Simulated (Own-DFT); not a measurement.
Simulation results for Si₃N₄ (beta silicon nitride, strained, atoms displaced), GaP (zincblende, strained, atoms displaced), SiC (2H silicon carbide, atoms displaced)

Computed with Own-DFT development build. A calculation, not a measurement: plane-wave PBE density functional theory by an unreviewed code, no spin, of a simulated periodic cell, stress positive in tension, free energy of the whole cell less one offset for each atom, forces on such cells passed a denser k mesh, this cell's mesh not checked; offsets are fitted by least squares, one for each functional and potential file, so energies compare only between cells with the same atoms and settings and are not formation energies; the far tail of each file's local potential was reset to the Coulomb form; each entry is a single point on an unrelaxed cell, so the pressure reflects the starting lattice, mostly measured values (interpolated for alloys), from which strain is counted, and rises with the displacements; printed positions are rounded, which can move forces by about a meV/angstrom; the program, named Own-DFT, is a retired in-house code; no spin-orbit coupling.

Settings shared by all entries: functional PBE; potential files PseudoDojo norm-conserving, scalar-relativistic, standard set; wave cutoff 42 hartree; occupations Fermi-Dirac; smearing width 0.1 eV.

(1) Si₃N₄ (beta silicon nitride, strained, atoms displaced)

```cif
# cell vector a (Å): 7.6632 0.0851 -0.0660
# cell vector b (Å): -3.7579 6.4837 0.0111
# cell vector c (Å): -0.0757 -0.0289 8.8956
data_Si3N4
_symmetry_space_group_name_H-M 'P 1'
_symmetry_Int_Tables_number 1
_cell_length_a 7.6640
_cell_length_b 7.4940
_cell_length_c 8.8960
_cell_angle_alpha 89.832
_cell_angle_beta 90.983
_cell_angle_gamma 119.460
_cell_volume 444.79
loop_
_atom_site_label
_atom_site_type_symbol
_atom_site_fract_x
_atom_site_fract_y
_atom_site_fract_z
_atom_site_occupancy
Si1 Si 0.17369 0.77575 0.09061 1
Si2 Si 0.22810 0.41461 0.07701 1
Si3 Si 0.60005 0.83459 0.08579 1
Si4 Si 0.82144 0.21605 0.23877 1
Si5 Si 0.76511 0.59656 0.25318 1
Si6 Si 0.40368 0.16522 0.25920 1
N1 N 0.33017 0.04531 0.09203 1
N2 N 0.96887 0.30025 0.08998 1
N3 N 0.70825 0.66877 0.07422 1
N4 N 0.66915 0.97987 0.24749 1
N5 N 0.03425 0.70352 0.24292 1
N6 N 0.30805 0.34187 0.24900 1
N7 N 0.33608 0.66082 0.09887 1
N8 N 0.66924 0.33134 0.24683 1
Si7 Si 0.18556 0.77913 0.39982 1
Si8 Si 0.22992 0.40572 0.42068 1
Si9 Si 0.59570 0.83143 0.41399 1
Si10 Si 0.81471 0.22179 0.59066 1
Si11 Si 0.75751 0.58796 0.58839 1
Si12 Si 0.39207 0.16247 0.57953 1
N9 N 0.32280 0.04435 0.41490 1
N10 N 0.97193 0.29646 0.42428 1
N11 N 0.69567 0.67142 0.41022 1
N12 N 0.67275 0.96274 0.58105 1
N13 N 0.03434 0.70769 0.56998 1
N14 N 0.29478 0.31504 0.58088 1
N15 N 0.32291 0.66525 0.42347 1
N16 N 0.66353 0.33386 0.59491 1
Si13 Si 0.17277 0.76627 0.75669 1
Si14 Si 0.22332 0.38223 0.74873 1
Si15 Si 0.59868 0.82667 0.75134 1
Si16 Si 0.83451 0.22631 0.92086 1
Si17 Si 0.77296 0.59745 0.93062 1
Si18 Si 0.40399 0.16475 0.91583 1
N17 N 0.32711 0.01946 0.74789 1
N18 N 0.96046 0.29674 0.75100 1
N19 N 0.69513 0.66718 0.75344 1
N20 N 0.66832 0.96363 0.92188 1
N21 N 0.02709 0.69434 0.91068 1
N22 N 0.30036 0.33678 0.91835 1
N23 N 0.33909 0.67040 0.75615 1
N24 N 0.66710 0.33853 0.91443 1
```

Here we set k mesh 3 x 3 x 3 centred on Gamma.

The calculation gives: free energy of cell above offsets -2.334 eV; pressure 3.63 GPa; stress xx 1.23 GPa; stress yy -11.53 GPa; stress zz -0.59 GPa; stress yz -0.9 GPa; stress xz 0.53 GPa; stress xy 3.97 GPa.

Force:
```csv
element,x (eV/Å),y (eV/Å),z (eV/Å)
Si,1.412,-0.262,-3.088
Si,2.139,-3.11,2.349
Si,-0.218,-3.293,-0.489
Si,0.005,6.953,4.407
Si,1.227,-1.278,-1.39
Si,-0.422,6.104,-3.049
N,0.33,-3.087,-2.052
N,1.015,0.049,-2.329
N,-3.369,2.72,6.067
N,-0.477,-5.771,0.524
N,-1.847,-0.359,0.983
N,-0.17,-0.701,0.506
N,-1.378,5.019,-0.735
N,-0.135,-0.282,0.551
Si,-2.789,-1.638,3.994
Si,-0.402,-0.986,-1.779
Si,-1.029,-1.579,0.25
Si,0.748,2.104,-2.434
Si,2.094,2.497,-0.88
Si,2.835,1.115,2.816
N,0.997,-3.615,0.464
N,-1.424,-1.239,-0.99
N,0.161,-0.098,1.148
N,-0.627,0.097,0.74
N,-0.977,-0.264,1.476
N,-2.163,1.721,1.178
N,3.183,1.914,-0.479
N,-0.835,-2.706,-0.908
Si,0.238,-2.239,-3.613
Si,-1.132,3.149,-0.334
Si,-1.367,-1.281,-0.092
Si,-2.807,1.11,-0.703
Si,1.363,-1.631,-6.41
Si,0.288,2.538,0.466
N,-0.113,2.527,0.722
N,1.945,-0.179,1.019
N,1.277,-0.148,0.259
N,0.062,1.462,-0.803
N,0.769,0.918,2.733
N,0.79,-1.829,-0.367
N,-0.33,-1.875,-0.215
N,1.128,-2.543,0.487
```

(2) GaP (zincblende, strained, atoms displaced)

```cif
# cell vector a (Å): 10.8620 0.0000 0.0000
# cell vector b (Å): 0.0000 10.8620 0.0000
# cell vector c (Å): 0.0000 0.0000 10.9439
data_GaP
_symmetry_space_group_name_H-M 'P 1'
_symmetry_Int_Tables_number 1
_cell_length_a 10.8620
_cell_length_b 10.8620
_cell_length_c 10.9439
_cell_angle_alpha 90.000
_cell_angle_beta 90.000
_cell_angle_gamma 90.000
_cell_volume 1291.19
loop_
_atom_site_label
_atom_site_type_symbol
_atom_site_fract_x
_atom_site_fract_y
_atom_site_fract_z
_atom_site_occupancy
Ga1 Ga 0.00783 0.99739 0.00317 1
Ga2 Ga 0.98615 0.24565 0.26188 1
Ga3 Ga 0.24889 0.00609 0.24374 1
Ga4 Ga 0.25778 0.24084 0.99181 1
P1 P 0.11896 0.12064 0.12855 1
P2 P 0.12458 0.38512 0.37552 1
P3 P 0.35296 0.11613 0.37816 1
P4 P 0.37144 0.37505 0.11294 1
Ga5 Ga 0.98092 0.99808 0.50406 1
Ga6 Ga 0.98227 0.25385 0.74508 1
Ga7 Ga 0.24426 0.98883 0.75366 1
Ga8 Ga 0.24873 0.24332 0.49258 1
P5 P 0.11283 0.13164 0.62589 1
P6 P 0.11826 0.37688 0.86551 1
P7 P 0.38347 0.12633 0.87506 1
P8 P 0.38140 0.37357 0.63003 1
Ga9 Ga 0.99271 0.50913 0.99465 1
Ga10 Ga 0.99458 0.74855 0.25444 1
Ga11 Ga 0.23717 0.48868 0.24947 1
Ga12 Ga 0.25197 0.75470 0.99223 1
P9 P 0.12576 0.61027 0.12475 1
P10 P 0.11594 0.86373 0.36327 1
P11 P 0.36315 0.64214 0.36260 1
P12 P 0.38019 0.88177 0.13471 1
Ga13 Ga 0.00146 0.51765 0.49440 1
Ga14 Ga 0.00108 0.75173 0.76544 1
Ga15 Ga 0.26667 0.49421 0.75489 1
Ga16 Ga 0.25449 0.74317 0.49510 1
P13 P 0.13080 0.61919 0.63312 1
P14 P 0.12133 0.88718 0.87739 1
P15 P 0.38537 0.64237 0.86619 1
P16 P 0.37425 0.88028 0.62575 1
Ga17 Ga 0.50555 0.99103 0.01165 1
Ga18 Ga 0.51307 0.24386 0.24235 1
Ga19 Ga 0.74958 0.00702 0.24651 1
Ga20 Ga 0.76663 0.23649 0.99709 1
P17 P 0.62165 0.12412 0.11720 1
P18 P 0.62911 0.37467 0.38031 1
P19 P 0.87085 0.12695 0.35682 1
P20 P 0.87576 0.37593 0.12320 1
Ga21 Ga 0.49869 0.00702 0.49908 1
Ga22 Ga 0.50984 0.25816 0.76276 1
Ga23 Ga 0.74042 0.00203 0.75587 1
Ga24 Ga 0.75381 0.25251 0.49049 1
P21 P 0.61450 0.12615 0.62581 1
P22 P 0.63779 0.37072 0.87960 1
P23 P 0.88053 0.12068 0.87467 1
P24 P 0.88268 0.37814 0.61804 1
Ga25 Ga 0.49494 0.50460 0.99482 1
Ga26 Ga 0.50503 0.75713 0.23895 1
Ga27 Ga 0.74422 0.50724 0.24625 1
Ga28 Ga 0.74872 0.74038 0.00271 1
P25 P 0.62822 0.63087 0.13422 1
P26 P 0.62013 0.87326 0.37921 1
P27 P 0.87239 0.63499 0.37330 1
P28 P 0.87200 0.88384 0.12526 1
Ga29 Ga 0.50516 0.48881 0.49775 1
Ga30 Ga 0.50080 0.74124 0.73946 1
Ga31 Ga 0.75012 0.49951 0.75059 1
Ga32 Ga 0.74559 0.74660 0.48645 1
P29 P 0.61870 0.64163 0.62300 1
P30 P 0.63147 0.88105 0.87743 1
P31 P 0.87629 0.62855 0.86251 1
P32 P 0.87420 0.87866 0.63034 1
```

It was run with hardware one NVIDIA H100 and k mesh 3 x 3 x 3 centred on Gamma.

The calculation gives: free energy of cell above offsets -28.531 eV; pressure 4.57 GPa; stress xx -4.75 GPa; stress yy -4.62 GPa; stress zz -4.33 GPa; stress yz -0.15 GPa; stress xz 1.62 GPa; stress xy -0.06 GPa; wall time 586.5 s.

Force:
```csv
element,x (eV/Å),y (eV/Å),z (eV/Å)
Ga,-1.27,0.603,0.572
Ga,2.884,2.566,-2.227
Ga,-1.251,-1.469,0.292
Ga,-1.687,0.666,0.289
P,0.466,1.57,-0.301
P,-1.262,-1.943,1.083
P,3.008,0.498,-0.711
P,0.419,-0.125,1.258
Ga,1.687,0.528,-1.162
Ga,1.497,-0.223,0.554
Ga,0.902,2.157,-1.165
Ga,-1.095,1.515,1.746
P,0.553,-0.889,-0.3
P,0.552,-0.325,0.85
P,-0.052,-1.471,-0.263
P,0.057,-0.8,-0.788
Ga,0.665,-0.977,-0.156
Ga,0.096,-0.142,-2.241
Ga,2.251,0.994,-0.897
Ga,-0.197,-0.061,1.186
P,-0.609,2.104,-0.796
P,1.315,1.917,1.926
P,1.875,-2.747,-0.847
P,-1.167,-0.479,-1.352
Ga,0.262,-0.582,0.731
Ga,1.011,0.774,-2.181
Ga,-1.179,0.479,0.084
Ga,-1.493,1.416,1.404
P,0.069,0.94,-0.048
P,0.357,-1.983,0.391
P,-1.29,-1.849,1.449
P,-0.102,-0.74,-0.407
Ga,-0.574,0.41,-1.617
Ga,-1.837,1.043,0.884
Ga,-1.337,-1.078,-0.291
Ga,-0.955,1.087,0.858
P,1.474,0.028,0.198
P,-0.192,-0.008,-1.766
P,-1.282,-1.505,3.507
P,-0.294,0.141,0.241
Ga,-0.738,-0.564,-0.036
Ga,-0.658,-0.538,-1.008
Ga,0.899,0.522,-1.102
Ga,0.217,-0.731,1.298
P,1.424,0.775,-0.031
P,-0.044,0.925,0.7
P,0.167,-0.624,-0.555
P,-1.481,0.858,-0.808
Ga,0.76,0.03,0.222
Ga,-0.526,-0.151,1.656
Ga,1.086,-1.269,0.848
Ga,0.682,1.311,-0.581
P,-0.997,-0.685,-1.719
P,0.193,1.23,-0.952
P,-0.316,-1.642,-0.343
P,0.215,-1.418,-0.381
Ga,-1.203,1.956,0.412
Ga,-0.234,3.551,0.685
Ga,-0.278,0.109,-1.211
Ga,0.14,1.128,1.9
P,2.027,-3.162,-1.59
P,-1.216,-1.844,0.508
P,-1.239,-0.603,1.754
P,-1.154,-1.201,0.347
```

(3) SiC (2H silicon carbide, atoms displaced)

```cif
# cell vector a (Å): 6.1654 0.0000 0.0000
# cell vector b (Å): -3.0827 5.3394 0.0000
# cell vector c (Å): 0.0000 0.0000 10.0681
data_SiC
_symmetry_space_group_name_H-M 'P 1'
_symmetry_Int_Tables_number 1
_cell_length_a 6.1654
_cell_length_b 6.1654
_cell_length_c 10.0681
_cell_angle_alpha 90.000
_cell_angle_beta 90.000
_cell_angle_gamma 120.000
_cell_volume 331.44
loop_
_atom_site_label
_atom_site_type_symbol
_atom_site_fract_x
_atom_site_fract_y
_atom_site_fract_z
_atom_site_occupancy
Si1 Si 0.00307 0.99492 0.00306 1
Si2 Si 0.16220 0.33923 0.24958 1
C1 C 0.00523 0.99955 0.18174 1
C2 C 0.17163 0.33573 0.43447 1
Si3 Si 0.99789 0.99133 0.50194 1
Si4 Si 0.16865 0.33953 0.74837 1
C3 C 0.00399 0.00341 0.68570 1
C4 C 0.15494 0.33094 0.93897 1
Si5 Si 0.99815 0.50582 0.00520 1
Si6 Si 0.16274 0.83961 0.24886 1
C5 C 0.00546 0.51532 0.18962 1
C6 C 0.16593 0.83037 0.44199 1
Si7 Si 0.99407 0.49425 0.50082 1
Si8 Si 0.16174 0.83118 0.74715 1
C7 C 0.99082 0.49346 0.68506 1
C8 C 0.16231 0.82655 0.93686 1
Si9 Si 0.49414 0.00502 0.00170 1
Si10 Si 0.65828 0.33382 0.25010 1
C9 C 0.50163 0.00839 0.18731 1
C10 C 0.65547 0.32878 0.43833 1
Si11 Si 0.50522 0.00142 0.49956 1
Si12 Si 0.66771 0.33167 0.74976 1
C11 C 0.50224 0.00240 0.68601 1
C12 C 0.66724 0.32972 0.94293 1
Si13 Si 0.49120 0.50094 0.99990 1
Si14 Si 0.66109 0.82678 0.25177 1
C13 C 0.48993 0.50109 0.18761 1
C14 C 0.66097 0.84142 0.43528 1
Si15 Si 0.50574 0.49264 0.50228 1
Si16 Si 0.65883 0.82876 0.74863 1
C15 C 0.50251 0.49933 0.68185 1
C16 C 0.66177 0.83273 0.92625 1
```

Settings of this run: hardware one NVIDIA H100 and k mesh 5 x 5 x 3 centred on Gamma.

It finds free energy of cell above offsets -4.426 eV; pressure 4.02 GPa; stress xx -1.62 GPa; stress yy -2.58 GPa; stress zz -7.87 GPa; stress yz -0.4 GPa; stress xz 0.27 GPa; stress xy 1.24 GPa; wall time 124.2 s.

Force:
```csv
element,x (eV/Å),y (eV/Å),z (eV/Å)
Si,-1.448,0.188,-2.376
Si,0.122,-0.577,-0.036
C,-1.7,0.428,1.896
C,-0.433,-0.696,0.963
Si,-0.465,1.263,-0.912
Si,-0.049,-0.813,0.2
C,-0.705,-0.274,0.686
C,0.832,0.087,-0.124
Si,0.232,-0.871,-0.77
Si,1.192,0.17,1.13
C,-0.697,-1.415,0.237
C,-0.138,-0.094,-0.914
Si,0.573,0.093,-0.919
Si,0.372,0.133,0.119
C,0.691,0.738,0.542
C,-0.021,0.804,-0.199
Si,1.139,-1.015,-0.78
Si,0.495,0.667,-0.144
C,0.209,-0.918,0.339
C,1.634,0.21,-0.642
Si,-1.446,-0.28,0.291
Si,-0.504,-0.184,0.734
C,-0.38,-0.521,0.23
C,-1.107,1.001,-0.901
Si,0.439,0.143,-0.722
Si,-0.1,1.256,-0.894
C,0.678,0.055,-0.11
C,2.053,-1.402,0.607
Si,-2.235,1.238,-1.356
Si,0.88,0.708,-1.288
C,-0.238,-0.068,1.753
C,0.126,-0.054,3.362
```
